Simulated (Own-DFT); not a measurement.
Simulation results for TiO$_{2}$ (rutile, strained, atoms displaced)

A calculation, not a measurement: plane-wave PBE density functional theory by an unreviewed code, no spin, of a simulated periodic cell, stress positive in tension, free energy of the whole cell less one offset for each atom, oxygen file: force components 24 meV/angstrom off all-electron in one glass; forces on such cells passed a denser k mesh, this cell's mesh not checked; offsets are fitted by least squares, one for each functional and potential file, so energies compare only between cells with the same atoms and settings and are not formation energies; the far tail of each file's local potential was reset to the Coulomb form; each entry is a single point on an unrelaxed cell, so the pressure reflects the starting lattice, mostly measured values (interpolated for alloys), from which strain is counted, and rises with the displacements; printed positions are rounded, which can move forces by about a meV/angstrom; the program, named Own-DFT, is a retired in-house code; no spin-orbit coupling; before rounding, a Quantum ESPRESSO 7.3.1 run of the same cell and cutoff gave forces within 1 meV/angstrom rms on each cell, which checks the program and not the settings. Program: Own-DFT development build.

Common to all runs: functional PBE; potential files PseudoDojo norm-conserving, scalar-relativistic, standard set; wave cutoff 72 hartree; occupations Fermi-Dirac; smearing width 0.1 eV; k mesh 3 x 3 x 3 centred on Gamma.

(1) 
```cif
# cell vector a (Å): 9.1109 0.0932 -0.0505
# cell vector b (Å): 0.0932 9.3184 -0.0644
# cell vector c (Å): -0.0487 -0.0622 8.9690
data_TiO2
_symmetry_space_group_name_H-M 'P 1'
_symmetry_Int_Tables_number 1
_cell_length_a 9.1115
_cell_length_b 9.3191
_cell_length_c 8.9693
_cell_angle_alpha 90.796
_cell_angle_beta 90.633
_cell_angle_gamma 88.839
_cell_volume 761.32
loop_
_atom_site_label
_atom_site_type_symbol
_atom_site_fract_x
_atom_site_fract_y
_atom_site_fract_z
_atom_site_occupancy
Ti1 Ti 0.00402 0.99411 0.00447 1
Ti2 Ti 0.24897 0.25952 0.17432 1
O1 O 0.15649 0.14986 0.99905 1
O2 O 0.34490 0.35170 0.99830 1
O3 O 0.39715 0.10597 0.16192 1
O4 O 0.09602 0.40525 0.17405 1
Ti3 Ti 0.00444 0.00259 0.33820 1
Ti4 Ti 0.26043 0.24866 0.49961 1
O5 O 0.14624 0.15101 0.33281 1
O6 O 0.33917 0.35497 0.33120 1
O7 O 0.40887 0.09429 0.49779 1
O8 O 0.10018 0.40012 0.49966 1
Ti5 Ti 0.00305 0.99460 0.66863 1
Ti6 Ti 0.25136 0.25901 0.83465 1
O9 O 0.15954 0.14962 0.66586 1
O10 O 0.34960 0.35635 0.67730 1
O11 O 0.39683 0.10338 0.83338 1
O12 O 0.08998 0.40278 0.83563 1
Ti7 Ti 0.00849 0.49637 0.00237 1
Ti8 Ti 0.25917 0.74870 0.15547 1
O13 O 0.15716 0.64540 0.00059 1
O14 O 0.34494 0.83625 0.99310 1
O15 O 0.40279 0.59664 0.16819 1
O16 O 0.10707 0.89306 0.17961 1
Ti9 Ti 0.99747 0.50200 0.32801 1
Ti10 Ti 0.24051 0.75507 0.49419 1
O17 O 0.14832 0.65711 0.33701 1
O18 O 0.35427 0.85546 0.33191 1
O19 O 0.40520 0.59833 0.48897 1
O20 O 0.09655 0.90150 0.50286 1
Ti11 Ti 0.99696 0.50243 0.67162 1
Ti12 Ti 0.25710 0.74714 0.84764 1
O21 O 0.15672 0.66058 0.66127 1
O22 O 0.34025 0.83928 0.66317 1
O23 O 0.40623 0.59861 0.82572 1
O24 O 0.09697 0.90198 0.84281 1
Ti13 Ti 0.49725 0.00299 0.99973 1
Ti14 Ti 0.74689 0.24954 0.16276 1
O25 O 0.64974 0.16726 0.99979 1
O26 O 0.83442 0.35561 0.99799 1
O27 O 0.90494 0.08456 0.16623 1
O28 O 0.59797 0.39162 0.17060 1
Ti15 Ti 0.48712 0.00099 0.33414 1
Ti16 Ti 0.74805 0.25671 0.50289 1
O29 O 0.65014 0.15262 0.32548 1
O30 O 0.84415 0.34379 0.33211 1
O31 O 0.90730 0.09574 0.50421 1
O32 O 0.59744 0.40317 0.49651 1
Ti17 Ti 0.49694 0.99860 0.66350 1
Ti18 Ti 0.74533 0.24643 0.83888 1
O33 O 0.64406 0.16080 0.66378 1
O34 O 0.84844 0.35273 0.66435 1
O35 O 0.89863 0.09793 0.82772 1
O36 O 0.59649 0.39861 0.83272 1
Ti19 Ti 0.50225 0.49673 0.00181 1
Ti20 Ti 0.74411 0.74774 0.17954 1
O37 O 0.65608 0.65864 0.99877 1
O38 O 0.85098 0.85174 0.01035 1
O39 O 0.90179 0.59214 0.17046 1
O40 O 0.59447 0.90742 0.17425 1
Ti21 Ti 0.49765 0.49835 0.32261 1
Ti22 Ti 0.74880 0.74758 0.49911 1
O41 O 0.64979 0.65183 0.33390 1
O42 O 0.85153 0.85576 0.33870 1
O43 O 0.89534 0.60002 0.49642 1
O44 O 0.59959 0.90214 0.50227 1
Ti23 Ti 0.48740 0.50060 0.66730 1
Ti24 Ti 0.75039 0.75320 0.83887 1
O45 O 0.64932 0.65977 0.66813 1
O46 O 0.85211 0.84868 0.66559 1
O47 O 0.89828 0.60256 0.83825 1
O48 O 0.59973 0.90119 0.83318 1
_calc_free_energy_of_cell_above_offsets '-16.048'  # eV
_calc_pressure 2.54  # GPa
_calc_stress_xx -4.67  # GPa
_calc_stress_yy -2.05  # GPa
_calc_stress_zz -0.88  # GPa
_calc_stress_yz -2.53  # GPa
_calc_stress_xz -1.07  # GPa
_calc_stress_xy 3.96  # GPa
```

Force:
| element | x (eV/Å) | y (eV/Å) | z (eV/Å) |
| --- | --- | --- | --- |
| Ti | -0.423 | 0.422 | 0.126 |
| Ti | -0.694 | -1.841 | -1.447 |
| O | -0.156 | 0.833 | 0.18 |
| O | 0.444 | 0.841 | 0.646 |
| O | 0.481 | -0.702 | -0.256 |
| O | 0.364 | -0.412 | -1.178 |
| Ti | -1.297 | 0.06 | -0.173 |
| Ti | -2.499 | 0.379 | 1.042 |
| O | 1.753 | 1.275 | 0.182 |
| O | 0.601 | -0.373 | 0.459 |
| O | -1.361 | 1.488 | 0.793 |
| O | 0.146 | 0.105 | 0.415 |
| Ti | -0.909 | 0.472 | 0.298 |
| Ti | -0.92 | -1.968 | 0.266 |
| O | 0.566 | 0.804 | -0.416 |
| O | -0.749 | -0.966 | -0.998 |
| O | 1.027 | -1.075 | 0.536 |
| O | 0.392 | -0.035 | -0.076 |
| Ti | -1.971 | 0.199 | -0.273 |
| Ti | -1.97 | 0.711 | 3.22 |
| O | -0.012 | -0.039 | 0.196 |
| O | 2.308 | 2.334 | 1.967 |
| O | 0.276 | -0.122 | -0.821 |
| O | 0.24 | 0.161 | -1.148 |
| Ti | -0.392 | 0.179 | 2.382 |
| Ti | 0.5 | -1.092 | 1.204 |
| O | 0.139 | -0.578 | -1.077 |
| O | -0.837 | -1.036 | -0.441 |
| O | 0.025 | -0.435 | 0.371 |
| O | 0.317 | 0.226 | -0.326 |
| Ti | -0.256 | 0.414 | -1.513 |
| Ti | -2.158 | -0.544 | -5.757 |
| O | -1.215 | -1.437 | 0.437 |
| O | 1.584 | 1.666 | 0.982 |
| O | -0.209 | 0.065 | 1.784 |
| O | 0.723 | -0.652 | -0.484 |
| Ti | 0.798 | 0.745 | -0.009 |
| Ti | 1.459 | -1.03 | 2.226 |
| O | -1.423 | -2.273 | -0.397 |
| O | 1.43 | 0.151 | 0.228 |
| O | -0.318 | 1.142 | 0.101 |
| O | -1.365 | 1.782 | -0.871 |
| Ti | 1.941 | -0.097 | -0.796 |
| Ti | 0.071 | -0.451 | -0.613 |
| O | 0.082 | 0.151 | 0.292 |
| O | 0.671 | 0.479 | -0.042 |
| O | -0.277 | 0.291 | 0.086 |
| O | -0.344 | 0.071 | -0.106 |
| Ti | 0.712 | -0.95 | 0.277 |
| Ti | 0.976 | -0.011 | -1.335 |
| O | -0.027 | -0.517 | 0.149 |
| O | 0.059 | 0.064 | 0.165 |
| O | 0.195 | -0.054 | 0.639 |
| O | -0.866 | 1.208 | 0.508 |
| Ti | 1.122 | -0.507 | -1.596 |
| Ti | 0.915 | 1.204 | -0.985 |
| O | -1.045 | -0.842 | 0.774 |
| O | -0.335 | -0.561 | -0.289 |
| O | -0.439 | 0.66 | -0.672 |
| O | -0.028 | -0.281 | -1.479 |
| Ti | 0.472 | 0.217 | 3.413 |
| Ti | 0.248 | 0.53 | 1.834 |
| O | 0.066 | 0.102 | -0.652 |
| O | -1.149 | -1.485 | -0.539 |
| O | 0.783 | -0.759 | 0.342 |
| O | -0.683 | 0.631 | 0.128 |
| Ti | 1.833 | 0.89 | -1.982 |
| Ti | 0.485 | -0.008 | -0.731 |
| O | 0.211 | -0.186 | 0.036 |
| O | -0.092 | -0.218 | 0.2 |
| O | 1.164 | -0.795 | 0.045 |
| O | -1.16 | 1.381 | 0.55 |

(2) 
```cif
# cell vector a (Å): 9.3025 0.1055 0.1097
# cell vector b (Å): 0.1055 9.0970 -0.0242
# cell vector c (Å): 0.1059 -0.0234 8.8734
data_TiO2
_symmetry_space_group_name_H-M 'P 1'
_symmetry_Int_Tables_number 1
_cell_length_a 9.3037
_cell_length_b 9.0976
_cell_length_c 8.8741
_cell_angle_alpha 90.296
_cell_angle_beta 88.642
_cell_angle_gamma 88.688
_cell_volume 750.70
loop_
_atom_site_label
_atom_site_type_symbol
_atom_site_fract_x
_atom_site_fract_y
_atom_site_fract_z
_atom_site_occupancy
Ti1 Ti 0.00019 0.00051 0.99769 1
Ti2 Ti 0.25076 0.24235 0.16591 1
O1 O 0.15435 0.15883 0.99720 1
O2 O 0.34823 0.35537 0.00730 1
O3 O 0.40615 0.09959 0.17553 1
O4 O 0.10058 0.41069 0.16201 1
Ti3 Ti 0.99479 0.00104 0.33025 1
Ti4 Ti 0.24263 0.25006 0.49941 1
O5 O 0.15893 0.13695 0.34098 1
O6 O 0.35369 0.34514 0.32197 1
O7 O 0.39832 0.10888 0.49633 1
O8 O 0.09955 0.40294 0.51101 1
Ti5 Ti 0.99840 0.99838 0.66645 1
Ti6 Ti 0.25738 0.24967 0.82801 1
O9 O 0.15141 0.15232 0.67299 1
O10 O 0.34656 0.34311 0.66434 1
O11 O 0.41202 0.09213 0.84396 1
O12 O 0.10253 0.40912 0.83728 1
Ti7 Ti 0.99844 0.50583 0.00254 1
Ti8 Ti 0.25081 0.75073 0.16708 1
O13 O 0.15247 0.64357 0.00447 1
O14 O 0.33855 0.84214 0.99368 1
O15 O 0.40379 0.59565 0.17110 1
O16 O 0.09100 0.89881 0.16253 1
Ti9 Ti 0.00411 0.49711 0.33622 1
Ti10 Ti 0.24507 0.75711 0.50644 1
O17 O 0.15565 0.63905 0.33268 1
O18 O 0.35151 0.84345 0.33975 1
O19 O 0.39499 0.60484 0.49961 1
O20 O 0.09433 0.90806 0.49216 1
Ti11 Ti 0.00239 0.49730 0.66471 1
Ti12 Ti 0.25235 0.75542 0.83653 1
O21 O 0.15630 0.64801 0.66732 1
O22 O 0.34605 0.84927 0.66354 1
O23 O 0.40123 0.59896 0.83277 1
O24 O 0.11089 0.90086 0.82633 1
Ti13 Ti 0.49910 0.99649 0.99364 1
Ti14 Ti 0.74565 0.25537 0.16931 1
O25 O 0.64399 0.15248 0.99457 1
O26 O 0.84985 0.36204 0.00617 1
O27 O 0.90870 0.09828 0.16874 1
O28 O 0.58669 0.39786 0.16360 1
Ti15 Ti 0.49927 0.99533 0.33420 1
Ti16 Ti 0.75153 0.24957 0.50264 1
O29 O 0.65554 0.15554 0.34576 1
O30 O 0.84286 0.35131 0.34063 1
O31 O 0.90255 0.09687 0.50523 1
O32 O 0.59593 0.39868 0.48993 1
Ti17 Ti 0.49897 0.99893 0.66936 1
Ti18 Ti 0.74749 0.25884 0.83807 1
O33 O 0.65021 0.13994 0.66785 1
O34 O 0.84379 0.35049 0.66938 1
O35 O 0.89561 0.10274 0.84239 1
O36 O 0.58865 0.40282 0.83432 1
Ti19 Ti 0.49897 0.50635 0.00994 1
Ti20 Ti 0.75954 0.75294 0.16680 1
O37 O 0.65321 0.65852 0.00434 1
O38 O 0.85100 0.84821 0.99619 1
O39 O 0.89722 0.59122 0.16117 1
O40 O 0.59928 0.91193 0.17629 1
Ti21 Ti 0.49487 0.50533 0.32902 1
Ti22 Ti 0.73517 0.75498 0.49447 1
O41 O 0.64750 0.66114 0.34596 1
O42 O 0.84055 0.84820 0.33829 1
O43 O 0.90116 0.59896 0.50571 1
O44 O 0.60541 0.90642 0.49611 1
Ti23 Ti 0.50237 0.50201 0.66526 1
Ti24 Ti 0.74409 0.74634 0.83736 1
O45 O 0.65054 0.65134 0.66366 1
O46 O 0.84854 0.85001 0.66099 1
O47 O 0.90716 0.58649 0.83039 1
O48 O 0.59106 0.90552 0.82533 1
_calc_free_energy_of_cell_above_offsets '-15.906'  # eV
_calc_pressure 5.92  # GPa
_calc_stress_xx -4.45  # GPa
_calc_stress_yy -7.03  # GPa
_calc_stress_zz -6.27  # GPa
_calc_stress_yz -0.76  # GPa
_calc_stress_xz 2.22  # GPa
_calc_stress_xy 5.37  # GPa
```

Force:
| element | x (eV/Å) | y (eV/Å) | z (eV/Å) |
| --- | --- | --- | --- |
| Ti | 0.383 | 0.766 | -0.346 |
| Ti | 0.289 | 1.005 | -0.168 |
| O | -0.317 | -1.055 | 0.201 |
| O | -0.005 | -0.575 | -0.462 |
| O | -0.334 | -0.412 | -1.061 |
| O | -0.122 | -1.215 | 1.186 |
| Ti | 0.289 | 0.069 | 0.722 |
| Ti | 1.326 | -0.726 | -0.319 |
| O | -0.501 | 1.055 | -0.65 |
| O | -0.972 | 0.354 | 0.859 |
| O | 0.841 | -1.251 | 0.718 |
| O | 0.179 | -0.726 | -2.145 |
| Ti | -0.887 | -0.396 | -0.299 |
| Ti | -1.112 | 1.581 | 0.65 |
| O | 0.133 | -0.065 | -0.11 |
| O | 0.457 | 0.451 | 0.173 |
| O | -1.772 | 1.343 | -0.851 |
| O | 0.666 | -1.324 | -0.541 |
| Ti | 1.505 | -0.81 | -1.407 |
| Ti | -1.318 | -0.489 | 0.656 |
| O | 0.942 | 1.617 | 0.251 |
| O | 1.618 | 1.201 | 1.692 |
| O | -0.691 | 1.547 | -0.4 |
| O | 0.681 | -0.5 | 0.173 |
| Ti | -0.005 | 0.547 | 0.076 |
| Ti | -0.226 | -1.056 | 0.124 |
| O | 0 | 1.1 | -0.286 |
| O | -0.375 | 0.193 | -1.022 |
| O | 1.093 | -1.182 | 0.069 |
| O | 0.322 | -0.819 | 0.693 |
| Ti | -0.394 | 1.117 | 1.27 |
| Ti | -0.658 | -2.29 | -1.168 |
| O | -0.111 | 0.577 | -0.207 |
| O | 0.327 | 0.407 | 0.052 |
| O | 0.485 | -0.023 | 0.026 |
| O | -1.958 | 1.342 | 0.552 |
| Ti | 0.785 | 0.562 | 2.256 |
| Ti | 0.109 | -0.306 | 0.57 |
| O | 0.848 | 0.286 | 0.851 |
| O | -2.001 | -2.242 | 0.019 |
| O | -0.953 | 0.811 | -0.593 |
| O | 1.377 | -0.092 | 0.15 |
| Ti | -0.752 | 1.079 | 0.391 |
| Ti | -0.731 | -0.012 | 0.346 |
| O | 0.105 | -0.275 | -1.487 |
| O | 0.448 | -0.104 | -1.173 |
| O | 0.174 | 0.289 | -0.252 |
| O | -0.579 | 0.856 | 0.841 |
| Ti | 0.103 | 1.264 | -1.911 |
| Ti | 0.126 | -0.123 | -0.514 |
| O | 0.337 | 1.122 | 0.353 |
| O | -0.318 | -0.507 | 0.228 |
| O | 0.999 | -0.784 | -0.189 |
| O | 0.673 | -0.178 | -0.137 |
| Ti | -0.961 | -1.163 | -2.542 |
| Ti | -0.002 | 0.19 | 0.721 |
| O | -0.246 | -0.046 | 0.009 |
| O | -0.463 | -0.268 | 0.043 |
| O | -1.026 | 1.659 | 2.054 |
| O | 0.917 | -1.319 | -1.52 |
| Ti | -0.305 | -1.116 | 2.82 |
| Ti | 2.125 | -0.866 | 1.672 |
| O | -0.545 | -1.239 | -2.305 |
| O | 0.974 | 0.391 | -1.313 |
| O | 0.523 | -0.371 | -0.74 |
| O | -1.648 | 1.022 | 0.818 |
| Ti | -0.465 | -0.117 | -0.248 |
| Ti | 1.379 | -0.279 | -1.876 |
| O | -0.103 | -0.018 | 1.099 |
| O | 0.061 | 0.093 | 1.407 |
| O | -2.056 | 2.341 | 0.509 |
| O | 1.313 | -1.899 | 0.946 |

(3) 
```cif
# cell vector a (Å): 9.0785 0.0541 -0.1562
# cell vector b (Å): 0.0541 9.2634 0.1143
# cell vector c (Å): -0.1509 0.1104 8.7924
data_TiO2
_symmetry_space_group_name_H-M 'P 1'
_symmetry_Int_Tables_number 1
_cell_length_a 9.0800
_cell_length_b 9.2643
_cell_length_c 8.7944
_cell_angle_alpha 88.580
_cell_angle_beta 91.964
_cell_angle_gamma 89.336
_cell_volume 739.06
loop_
_atom_site_label
_atom_site_type_symbol
_atom_site_fract_x
_atom_site_fract_y
_atom_site_fract_z
_atom_site_occupancy
Ti1 Ti 0.00689 0.00445 0.00646 1
Ti2 Ti 0.26485 0.25256 0.16363 1
O1 O 0.14994 0.15593 0.99758 1
O2 O 0.34026 0.34678 0.00516 1
O3 O 0.41354 0.09915 0.16198 1
O4 O 0.09917 0.40262 0.17141 1
Ti3 Ti 0.99897 0.99819 0.33167 1
Ti4 Ti 0.25577 0.24448 0.50201 1
O5 O 0.14838 0.15556 0.33295 1
O6 O 0.34967 0.34183 0.33178 1
O7 O 0.39889 0.10423 0.51084 1
O8 O 0.10223 0.40656 0.50690 1
Ti5 Ti 0.00023 0.99864 0.66546 1
Ti6 Ti 0.25420 0.24904 0.83295 1
O9 O 0.15241 0.14939 0.66079 1
O10 O 0.34794 0.34173 0.67549 1
O11 O 0.40912 0.09300 0.83920 1
O12 O 0.09207 0.40214 0.83250 1
Ti7 Ti 0.00397 0.50496 0.99349 1
Ti8 Ti 0.24469 0.75097 0.16942 1
O13 O 0.15095 0.65708 0.99830 1
O14 O 0.34968 0.83915 0.00093 1
O15 O 0.41007 0.59379 0.17144 1
O16 O 0.10319 0.90718 0.16086 1
Ti9 Ti 0.00148 0.49823 0.33650 1
Ti10 Ti 0.24449 0.75459 0.50129 1
O17 O 0.14800 0.65617 0.33263 1
O18 O 0.34202 0.85644 0.33571 1
O19 O 0.40378 0.59047 0.50541 1
O20 O 0.09718 0.90255 0.50480 1
Ti11 Ti 0.00108 0.49400 0.67354 1
Ti12 Ti 0.24850 0.73813 0.83237 1
O21 O 0.15871 0.64509 0.67120 1
O22 O 0.34916 0.84637 0.67033 1
O23 O 0.39615 0.59161 0.83623 1
O24 O 0.09230 0.90359 0.82362 1
Ti13 Ti 0.49269 0.00484 0.00315 1
Ti14 Ti 0.74825 0.24543 0.16497 1
O25 O 0.65212 0.15575 0.00823 1
O26 O 0.84493 0.35403 0.99159 1
O27 O 0.90588 0.10902 0.16304 1
O28 O 0.60323 0.40359 0.16470 1
Ti15 Ti 0.50499 0.99879 0.33354 1
Ti16 Ti 0.74693 0.25418 0.49623 1
O29 O 0.65471 0.15342 0.33782 1
O30 O 0.84429 0.35187 0.33618 1
O31 O 0.91086 0.09412 0.50785 1
O32 O 0.59611 0.40456 0.50554 1
Ti17 Ti 0.49438 0.99956 0.66515 1
Ti18 Ti 0.75565 0.26115 0.83073 1
O33 O 0.66572 0.15865 0.66455 1
O34 O 0.85437 0.34885 0.66381 1
O35 O 0.90614 0.08904 0.83691 1
O36 O 0.60770 0.39835 0.83201 1
Ti19 Ti 0.49718 0.49668 0.00566 1
Ti20 Ti 0.76147 0.75716 0.17233 1
O37 O 0.65864 0.65972 0.00022 1
O38 O 0.85386 0.84367 0.99665 1
O39 O 0.89688 0.60308 0.16284 1
O40 O 0.59843 0.90725 0.16094 1
Ti21 Ti 0.49782 0.49917 0.33262 1
Ti22 Ti 0.75464 0.74226 0.49716 1
O41 O 0.65259 0.66042 0.33270 1
O42 O 0.85372 0.84528 0.32772 1
O43 O 0.89455 0.60495 0.49635 1
O44 O 0.61168 0.89600 0.50289 1
Ti23 Ti 0.49790 0.50746 0.67212 1
Ti24 Ti 0.74569 0.75051 0.82991 1
O45 O 0.65473 0.64980 0.66956 1
O46 O 0.85196 0.84136 0.66617 1
O47 O 0.90435 0.60029 0.82318 1
O48 O 0.59587 0.89372 0.82533 1
_calc_free_energy_of_cell_above_offsets '-15.110'  # eV
_calc_pressure 11.53  # GPa
_calc_stress_xx -11.49  # GPa
_calc_stress_yy -9.27  # GPa
_calc_stress_zz -13.82  # GPa
_calc_stress_yz 4.12  # GPa
_calc_stress_xz -5.84  # GPa
_calc_stress_xy 3.92  # GPa
```

Force:
| element | x (eV/Å) | y (eV/Å) | z (eV/Å) |
| --- | --- | --- | --- |
| Ti | -1.584 | 0.19 | -3.421 |
| Ti | -2.763 | -0.756 | 1.724 |
| O | 0.815 | 0.096 | 0.198 |
| O | 1.506 | 1.269 | -1.312 |
| O | -1.339 | 0.783 | 0.88 |
| O | -0.113 | 0.488 | -0.299 |
| Ti | 0.134 | 1.453 | 1.246 |
| Ti | -2.082 | 0.618 | -0.246 |
| O | 0.458 | -0.435 | 0.059 |
| O | 0.8 | 0.692 | 0.124 |
| O | 1.236 | -1.079 | -1.63 |
| O | -0.044 | 0.191 | -0.625 |
| Ti | -1.1 | -0.347 | 1.942 |
| Ti | -1.121 | -0.969 | -1.029 |
| O | 0.813 | 0.842 | 0.918 |
| O | 0.406 | 0.575 | -0.024 |
| O | -1.418 | 1.536 | -1.9 |
| O | 1.472 | -0.884 | 1.261 |
| Ti | -1.467 | -0.181 | 1.644 |
| Ti | 0.691 | 0.539 | -0.658 |
| O | -0.376 | -0.698 | 0.688 |
| O | 0.087 | 0.496 | 0.412 |
| O | -1.47 | 0.876 | -1.271 |
| O | 0.686 | -0.989 | 1.891 |
| Ti | -0.587 | -0.671 | -0.563 |
| Ti | 0.106 | 0.002 | 0.431 |
| O | 0.418 | 0.118 | 0.127 |
| O | 0.498 | -0.27 | 0.082 |
| O | -1.018 | 0.967 | -1.268 |
| O | 0.932 | -1.007 | -1.037 |
| Ti | -0.896 | 0.773 | -1.927 |
| Ti | -0.407 | 2.228 | 0.211 |
| O | -0.225 | 0.344 | -1.031 |
| O | -0.036 | 0.042 | -0.619 |
| O | 0.608 | -0.452 | 0.056 |
| O | 2.259 | -1.643 | 2.16 |
| Ti | 1.605 | -2.021 | -0.282 |
| Ti | 0.637 | 0.585 | -0.514 |
| O | -0.229 | -0.307 | -0.715 |
| O | 0.936 | 0.291 | 1.283 |
| O | 0.359 | -1.023 | 0.508 |
| O | -0.579 | 0.089 | 0.436 |
| Ti | 1.177 | -1.347 | 0.201 |
| Ti | 0.382 | 0.023 | 1.118 |
| O | -0.756 | -0.68 | -0.575 |
| O | 0.661 | 0.311 | -0.176 |
| O | -1.558 | 1.225 | -3.064 |
| O | 0.302 | -0.368 | -0.066 |
| Ti | 2.04 | -1.342 | 1.338 |
| Ti | 0.52 | -1.704 | -0.325 |
| O | -1.473 | -1.094 | 0.028 |
| O | 0.124 | 0.15 | 0.04 |
| O | -0.923 | 1.338 | -0.327 |
| O | -1.832 | 1.166 | 0.646 |
| Ti | 2.057 | 1.113 | -0.207 |
| Ti | -0.943 | -0.899 | -2.89 |
| O | -1.668 | -1.54 | -0.031 |
| O | 0.277 | 0.734 | 0.579 |
| O | 1.372 | -1.268 | 0.102 |
| O | 0.186 | -0.15 | 1.805 |
| Ti | 1.374 | -0.04 | 1.705 |
| Ti | -0.37 | 0.655 | 1.409 |
| O | -1.048 | -0.986 | -0.411 |
| O | 1.048 | 1.452 | 1.139 |
| O | 2.128 | -1.959 | -0.124 |
| O | -2.492 | 2.334 | -0.515 |
| Ti | 1.194 | -0.456 | -0.488 |
| Ti | 0.515 | 0.881 | 1.009 |
| O | -1.018 | -0.795 | -0.601 |
| O | -0.038 | 0.278 | -0.264 |
| O | 0.554 | -0.596 | 0.672 |
| O | -0.401 | 1.213 | 0.364 |
